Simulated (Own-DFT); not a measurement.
Simulation results for Hf36O71 (tetragonal hafnia with one neutral oxygen vacancy, atoms displaced)

Computed with Own-DFT development build. A calculation, not a measurement: plane-wave PBE and HSE06 DFT by an unreviewed code, no spin, of a simulated cell at Gamma alone, so results move with cell size and shape, stress positive in tension, energies less offsets, not probed for a lower state with spin; hafnium file: forces about 75 meV/angstrom off all-electron values; oxygen file: force components 24 meV/angstrom off all-electron in a glass; k mesh not checked against a denser one; forces and stress are PBE's, HSE06 gives the energy alone, and its difference from PBE has offsets of its own; offsets are fitted by least squares, one for each functional and potential file, so energies compare only between cells with the same atoms and settings and are not formation energies; the far tail of each file's local potential was reset to the Coulomb form; each entry is a single point on an unrelaxed cell, so the pressure reflects the starting lattice, taken from the Materials Project, from which strain is counted, and rises with the displacements; printed positions are rounded, which can move forces by about a meV/angstrom; the program is a retired in-house code; no spin-orbit coupling.

Common to all runs: first functional PBE; second functional HSE06; exact exchange share 0.25; screening 0.11 1/bohr; exchange divergence Gygi-Baldereschi; potential files PseudoDojo norm-conserving, scalar-relativistic, made for PBE, standard set; wave cutoff 48 hartree; occupations fixed; k mesh 1 x 1 x 1 centred on Gamma.

(1) Hf36O71 (tetragonal hafnia with one neutral oxygen vacancy, atoms displaced)

```
Hf36O71
1.0
     10.7800     0.0000     0.0000
      0.0000    10.7800     0.0000
      0.0000     0.0000    10.4493
Hf O Hf O Hf O Hf O Hf O Hf O Hf O Hf O Hf O Hf O Hf O Hf O Hf O Hf O Hf O Hf O Hf O Hf O
2 4 2 4 2 3 2 4 2 4 2 4 2 4 2 4 2 4 2 4 2 4 2 4 2 4 2 4 2 4 2 4 2 4 2 4
Direct
  0.99862 0.99262 0.99645
  0.16227 0.17926 0.25052
  0.00109 0.16690 0.15119
  0.16071 0.98877 0.35640
  0.98560 0.16892 0.40707
  0.16059 0.00598 0.10516
  0.97939 0.01170 0.49928
  0.17619 0.17685 0.73923
  0.02069 0.15980 0.64645
  0.16681 0.00637 0.84346
  0.00929 0.17270 0.89127
  0.17194 0.00212 0.60698
  0.00592 0.32104 0.99611
  0.15983 0.50556 0.26823
  0.00197 0.49268 0.14856
  0.17800 0.34753 0.36317
  0.16136 0.34040 0.08240
  0.00302 0.33064 0.50673
  0.15662 0.49144 0.76073
  0.98400 0.49504 0.65339
  0.15800 0.33510 0.85509
  0.00575 0.49688 0.90347
  0.16625 0.32611 0.60087
  0.99766 0.68135 0.00035
  0.16214 0.83141 0.23981
  0.99906 0.82951 0.15162
  0.16711 0.68525 0.34786
  0.00096 0.82750 0.41474
  0.17779 0.66498 0.09891
  0.99813 0.65460 0.50316
  0.17453 0.83418 0.74764
  0.00667 0.84023 0.67071
  0.16904 0.67584 0.85402
  0.01391 0.83276 0.90868
  0.17224 0.67390 0.59198
  0.33252 0.00367 0.99489
  0.50062 0.15637 0.24468
  0.33294 0.15496 0.15657
  0.50343 0.00679 0.35930
  0.33385 0.15620 0.40653
  0.50554 0.00755 0.10462
  0.33327 0.00209 0.50573
  0.49771 0.16761 0.75902
  0.33111 0.16149 0.65609
  0.51599 0.99223 0.84017
  0.31635 0.17156 0.89306
  0.48986 0.00398 0.60053
  0.32205 0.32194 0.00082
  0.49969 0.50567 0.25536
  0.33179 0.49710 0.14259
  0.49722 0.33622 0.34328
  0.33221 0.48906 0.40513
  0.49921 0.33118 0.11084
  0.33568 0.34132 0.50261
  0.49269 0.50197 0.75117
  0.33959 0.48896 0.64085
  0.49461 0.33473 0.84481
  0.33897 0.49225 0.90472
  0.49800 0.32814 0.58973
  0.32556 0.66539 0.00804
  0.49483 0.82340 0.25098
  0.32502 0.84098 0.15192
  0.50333 0.66292 0.35514
  0.32561 0.82725 0.40488
  0.50194 0.67403 0.08921
  0.34570 0.66457 0.50795
  0.50684 0.83186 0.75823
  0.33060 0.83841 0.65402
  0.51948 0.66250 0.84415
  0.34402 0.83659 0.90003
  0.50617 0.66485 0.59359
  0.66344 0.99550 0.99186
  0.83139 0.15654 0.23068
  0.66525 0.17086 0.14966
  0.84263 0.01162 0.33554
  0.67205 0.17167 0.39570
  0.83828 0.00799 0.09754
  0.68727 0.99920 0.48903
  0.83721 0.15435 0.74153
  0.66262 0.17448 0.63404
  0.81814 0.00929 0.85295
  0.66235 0.17100 0.89540
  0.82658 0.00063 0.60764
  0.67655 0.33578 0.00249
  0.83498 0.49437 0.23380
  0.65926 0.49704 0.14374
  0.82498 0.35023 0.34420
  0.67777 0.50127 0.40503
  0.83852 0.32878 0.09260
  0.66649 0.32783 0.48733
  0.82514 0.50238 0.74079
  0.67234 0.48796 0.65631
  0.83914 0.34108 0.83734
  0.67427 0.49453 0.90783
  0.83774 0.33238 0.59442
  0.67878 0.66108 0.99829
  0.83857 0.83711 0.24063
  0.67242 0.83354 0.14955
  0.82990 0.67190 0.34106
  0.65918 0.83601 0.40891
  0.83217 0.66414 0.10330
  0.67383 0.66033 0.49512
  0.85286 0.83328 0.74144
  0.66767 0.83077 0.66349
  0.83100 0.66205 0.84703
  0.65948 0.83950 0.90111
  0.82814 0.67387 0.59952
```

The calculation gives: PBE energy of cell above offsets -86.319 eV; HSE06 less PBE above offsets 0.746 eV; PBE pressure 5.14 GPa; PBE stress xx -6.13 GPa; PBE stress yy -4.02 GPa; PBE stress zz -5.27 GPa; PBE stress yz 0.32 GPa; PBE stress xz -0.04 GPa; PBE stress xy 0.01 GPa.

Force:
```csv
element,x (eV/Å),y (eV/Å),z (eV/Å)
Hf,2.276,3.597,-0.14
Hf,1.76,-2.849,1.41
O,0.647,0.645,-0.229
O,-0.881,2.041,-1.549
O,0.713,1.389,-1.253
O,-0.106,-0.347,-1.661
Hf,6.705,-2.158,-0.655
Hf,-0.681,-2.333,1.685
O,-5.053,-0.337,-0.972
O,0.087,-1.381,1.385
O,-1.401,-2.904,0.423
O,-1.459,-0.375,-0.955
Hf,-2.509,2.272,-1.418
Hf,0.867,1.647,-1.681
O,0.661,0.793,1.56
O,-2.229,-2.618,-1.834
O,1.275,-1.301,3.693
Hf,-1.227,0.875,-0.312
Hf,-0.002,1.838,0.148
O,3.922,0.888,-1.605
O,1.076,0.096,-1.161
O,0.654,1.677,0.177
O,0.035,1.391,0.87
Hf,1.04,-5.22,0.247
Hf,1.66,2.534,3.231
O,-0.591,-0.102,-1.766
O,-0.844,-4.328,-0.029
O,-1.929,0.974,0.383
O,-4.47,0.567,1.374
Hf,1.39,1.222,-1.097
Hf,1.759,1.656,-0.004
O,0.809,0.086,-2.494
O,0.068,-1.973,-0.263
O,-1.58,1.232,-1.16
O,-1.528,-1.112,0.715
Hf,-1.111,-0.833,0.818
Hf,-0.123,1.714,1.366
O,-1.801,0.945,-1.029
O,0.481,-1.948,-1.576
O,-0.923,2.804,-1.008
O,-0.979,-0.759,-1.349
Hf,-0.61,-1.458,-0.338
Hf,1.488,-0.041,-3.013
O,2.15,0.804,-0.524
O,-1.11,3.316,2.264
O,1.767,-1.597,1.042
O,2.64,-0.318,0.476
Hf,3.928,2.947,0.794
Hf,-0.926,-3.319,-2.145
O,0.08,0.8,2.1
O,0.531,-0.11,0.707
O,0.393,4.736,-1.741
O,-0.45,-0.609,-2.313
Hf,1.01,-3.417,0.221
Hf,1.153,-1.113,0.058
O,-1.531,1.131,1.643
O,0.034,-0.211,0.164
O,-0.871,1.218,-0.968
O,0.786,0.15,0.535
Hf,3.015,-0.994,-2.362
Hf,0.008,1.943,0.392
O,1.955,-0.07,-0.559
O,-0.31,0.811,-0.561
O,2.116,0.086,-0.366
O,-0.181,0.503,1.481
Hf,-1.89,1.032,-1.104
Hf,-0.415,-0.803,-2.2
O,1.825,-1.448,0.004
O,-0.615,-0.348,-0.015
O,-0.317,-0.001,0.943
O,0.407,-0.379,0.986
Hf,-0.393,1.27,0.41
Hf,-0.916,4.324,0.663
O,0.918,-0.397,-0.537
O,-0.666,-3.672,2.757
O,0.825,-2.165,-1.238
O,-0.437,-0.857,-0.443
Hf,-6.834,1.367,0.225
Hf,-1.007,4.59,0.575
O,1.222,-0.997,1.789
O,2.041,-2.179,-0.265
O,0.038,-0.115,0.32
O,1.768,-0.196,0.376
Hf,-2.598,-0.882,-0.507
Hf,-0.729,0.895,1.228
O,1.124,0.551,0.798
O,1.326,-2.124,-0.323
O,-1.207,0.385,-0.698
O,-0.065,0.173,0.525
Hf,-0.28,0.642,1.91
Hf,0.04,-1.561,2.876
O,-3.022,0.682,-1.377
O,-0.202,-2.202,0.435
O,0.047,0.795,-0.552
O,0.158,-1.002,-0.837
Hf,-2.824,0.413,-1.112
Hf,-1.695,-1.508,2.105
O,-0.239,0.383,0.626
O,0.403,-0.68,0.247
O,0.84,-0.497,-0.85
O,1.562,0.623,-0.772
Hf,-0.893,1.131,0.375
Hf,-6.276,-1.143,2.456
O,1.587,0.521,-1.069
O,0.915,2.277,0.804
O,1.001,-2.162,1.089
O,1.948,0.078,0.114
```

(2) Hf36O71 (tetragonal hafnia with one neutral oxygen vacancy, atoms displaced)

```
Hf36O71
1.0
     10.7800     0.0000     0.0000
      0.0000    10.7800     0.0000
      0.0000     0.0000    10.4493
Hf O Hf O Hf O Hf O Hf O Hf O Hf O Hf O Hf O Hf O Hf O Hf O Hf O Hf O Hf O Hf O Hf O Hf O
2 4 2 4 2 4 2 4 2 4 2 4 2 4 2 4 2 4 2 4 2 4 2 4 2 4 2 4 2 4 2 4 2 4 2 3
Direct
  0.00198 0.00093 0.00063
  0.16611 0.16530 0.24952
  0.00168 0.16603 0.15278
  0.16830 0.00185 0.35010
  0.99872 0.16982 0.39983
  0.15765 0.00609 0.10186
  0.99983 0.00320 0.50117
  0.16805 0.16186 0.74748
  0.00199 0.16917 0.64975
  0.16358 0.99827 0.84569
  0.99512 0.16829 0.90525
  0.16704 0.00338 0.60096
  0.00057 0.33188 0.99544
  0.16760 0.49704 0.24394
  0.99741 0.49762 0.15512
  0.16523 0.33801 0.35196
  0.99516 0.50001 0.39962
  0.17166 0.32716 0.09558
  0.00267 0.33391 0.49901
  0.17006 0.49814 0.75015
  0.99553 0.50037 0.65364
  0.16571 0.33377 0.84594
  0.99992 0.49687 0.90379
  0.16638 0.32720 0.59507
  0.00225 0.66637 0.99702
  0.17058 0.83450 0.25272
  0.00045 0.83314 0.14918
  0.16560 0.66429 0.34732
  0.00131 0.82875 0.39862
  0.16771 0.66760 0.09608
  0.00358 0.66843 0.50107
  0.16619 0.83542 0.75271
  0.99539 0.83249 0.65204
  0.16652 0.66762 0.84725
  0.00147 0.83460 0.90015
  0.16770 0.66583 0.59688
  0.33191 0.00040 0.00211
  0.50111 0.16744 0.24682
  0.33173 0.16794 0.15401
  0.50003 0.00424 0.35205
  0.32910 0.16717 0.40125
  0.50262 0.00279 0.09791
  0.33323 0.99846 0.49598
  0.49637 0.16754 0.75140
  0.33635 0.16968 0.65247
  0.49887 0.99227 0.84475
  0.33109 0.16532 0.90234
  0.49670 0.99884 0.59481
  0.33242 0.33172 0.00022
  0.49657 0.50364 0.24693
  0.33165 0.49743 0.15618
  0.49984 0.33380 0.34389
  0.33713 0.50127 0.40811
  0.49762 0.33442 0.09080
  0.32764 0.33242 0.50293
  0.50312 0.49764 0.74828
  0.32729 0.49447 0.65277
  0.49620 0.33632 0.85201
  0.33655 0.50012 0.90503
  0.49783 0.33334 0.59739
  0.33015 0.66289 0.99999
  0.49964 0.83714 0.24762
  0.33332 0.83171 0.15275
  0.49760 0.66752 0.34844
  0.33352 0.83454 0.40391
  0.50006 0.66494 0.09960
  0.33456 0.67111 0.50445
  0.49786 0.83281 0.75167
  0.33884 0.83260 0.65101
  0.49659 0.66606 0.84320
  0.33378 0.83807 0.90253
  0.49434 0.66758 0.60038
  0.67062 0.00250 0.99544
  0.83282 0.16868 0.24850
  0.67050 0.15841 0.15340
  0.83199 0.99625 0.34477
  0.66932 0.16380 0.40079
  0.82737 0.00031 0.09728
  0.66537 0.99608 0.49832
  0.83765 0.17280 0.75508
  0.67045 0.16432 0.65391
  0.83763 0.00500 0.84402
  0.67011 0.17637 0.90573
  0.83459 0.00042 0.60287
  0.66752 0.33691 0.99767
  0.83840 0.49687 0.24901
  0.66636 0.50326 0.15238
  0.83653 0.33480 0.34284
  0.66224 0.49784 0.39802
  0.82994 0.34045 0.10250
  0.66500 0.33556 0.50233
  0.83310 0.49976 0.75083
  0.66489 0.49929 0.65097
  0.83657 0.33430 0.84423
  0.66700 0.49764 0.89993
  0.83142 0.33289 0.59737
  0.66127 0.66632 0.99777
  0.83201 0.83468 0.25319
  0.66717 0.83255 0.15100
  0.82936 0.66532 0.34723
  0.66558 0.83319 0.40412
  0.83801 0.66678 0.09576
  0.67296 0.66611 0.49358
  0.83290 0.82912 0.74819
  0.66936 0.83223 0.65268
  0.83073 0.66207 0.85059
  0.83225 0.66314 0.59684
```

It finds PBE energy of cell above offsets -100.500 eV; HSE06 less PBE above offsets -0.132 eV; PBE pressure 1.1 GPa; PBE stress xx -0.61 GPa; PBE stress yy -1.03 GPa; PBE stress zz -1.65 GPa; PBE stress yz -0.16 GPa; PBE stress xz -0.05 GPa; PBE stress xy -0.04 GPa.

Force:
```csv
element,x (eV/Å),y (eV/Å),z (eV/Å)
Hf,-1.804,-0.707,0.15
Hf,0.04,0.698,0.527
O,-0.752,0.321,-0.212
O,-0.184,-0.559,-0.072
O,0.127,-0.815,0.317
O,2.23,-0.371,-0.241
Hf,-0.782,-0.264,0.004
Hf,0.018,0.808,-0.316
O,-0.026,-0.194,0.388
O,0.023,0.64,0.799
O,0.473,-0.273,-0.52
O,-0.006,-0.241,-0.166
Hf,-0.196,0.47,1.258
Hf,-0.828,0.506,1.611
O,1.779,-0.098,-0.981
O,0.026,-0.491,-0.704
O,0.184,0.36,0.705
O,-1.388,0.529,0.274
Hf,-0.999,0.43,-0.26
Hf,-1.084,0.364,-0.059
O,1.355,-0.148,0.02
O,0.029,-0.551,-0.007
O,0.141,0.501,-0.059
O,-0.496,0.226,0.795
Hf,-1.041,0.477,0.605
Hf,-1.488,-0.715,0.056
O,0.308,0.267,0.485
O,0.151,0.21,-0.469
O,0.055,1.102,0.548
O,-0.057,-0.312,0.106
Hf,-0.381,-0.742,-0.481
Hf,-0.075,-0.716,-0.798
O,1.439,-0.16,-0.242
O,0.251,-0.291,-0.01
O,0.117,-0.28,-0.019
O,-0.256,0.216,0.457
Hf,0.371,0.033,0.343
Hf,0.462,0.479,0.623
O,0.374,-0.453,-0.353
O,-0.208,-0.718,-0.779
O,-0.013,-0.063,0.23
O,-0.748,-0.207,-0.384
Hf,0.318,0.777,0.434
Hf,1.376,0,-0.423
O,-0.661,-0.167,0.22
O,0.558,2.069,0.7
O,0.141,-0.463,-0.12
O,0.517,0.15,0.201
Hf,0.633,0.037,-0.411
Hf,1.313,-0.4,1.248
O,-0.053,0.246,-1.022
O,-0.011,-0.404,-0.285
O,-0.151,-0.087,-0.154
O,0.592,-0.294,0.68
Hf,1.118,0.544,-1.158
Hf,-0.699,0.193,-0.34
O,0.98,0.005,0.376
O,0.003,-0.783,-0.93
O,-0.626,0.026,-0.058
O,0.291,-0.035,0.333
Hf,0.635,0.782,-0.248
Hf,0.628,-0.449,0.475
O,-0.035,0.561,-0.151
O,0.095,0.751,-0.475
O,-0.249,-0.014,-0.665
O,-0.814,0.106,-0.542
Hf,0.317,-1.001,-0.762
Hf,0.847,-0.66,-0.959
O,-1.944,0.202,0.21
O,0.597,-0.075,0.975
O,-0.478,-0.839,0.245
O,1.335,-0.429,-0.322
Hf,-0.091,-0.353,0.126
Hf,-0.055,-0.145,0.439
O,-0.904,0.728,-0.179
O,0.376,0.811,0.653
O,0.051,0.579,0.339
O,1.469,-0.127,-0.405
Hf,0.358,1.394,1.026
Hf,-0.794,-1.263,-1.755
O,-1.067,0.184,0.583
O,-0.762,-1.074,0.634
O,-0.286,-1.569,-0.494
O,0.208,-0.163,-1.322
Hf,-0.329,0.525,1.261
Hf,-1.349,0.627,0.042
O,-0.307,0.014,-0.225
O,-0.206,-0.651,0.752
O,0.213,0.258,0.731
O,0.642,-0.747,-1.142
Hf,-0.037,-0.652,-0.71
Hf,-0.154,0.177,-0.656
O,0.311,-0.044,-0.072
O,0.127,0.724,1.125
O,-0.298,0.549,-0.29
O,0.361,0.092,-0.232
Hf,1.492,0.27,0.627
Hf,0.672,-1.016,-1.27
O,-0.508,-0.125,-0.132
O,-0.306,0.459,0.267
O,-0.066,-0.116,-0.609
O,-0.731,-0.007,-0.434
Hf,-1.046,-0.789,0.361
Hf,-0.315,0.83,0.506
O,-0.629,-0.018,0.477
O,-0.094,0.816,-0.396
O,0.326,0.215,0.134
```
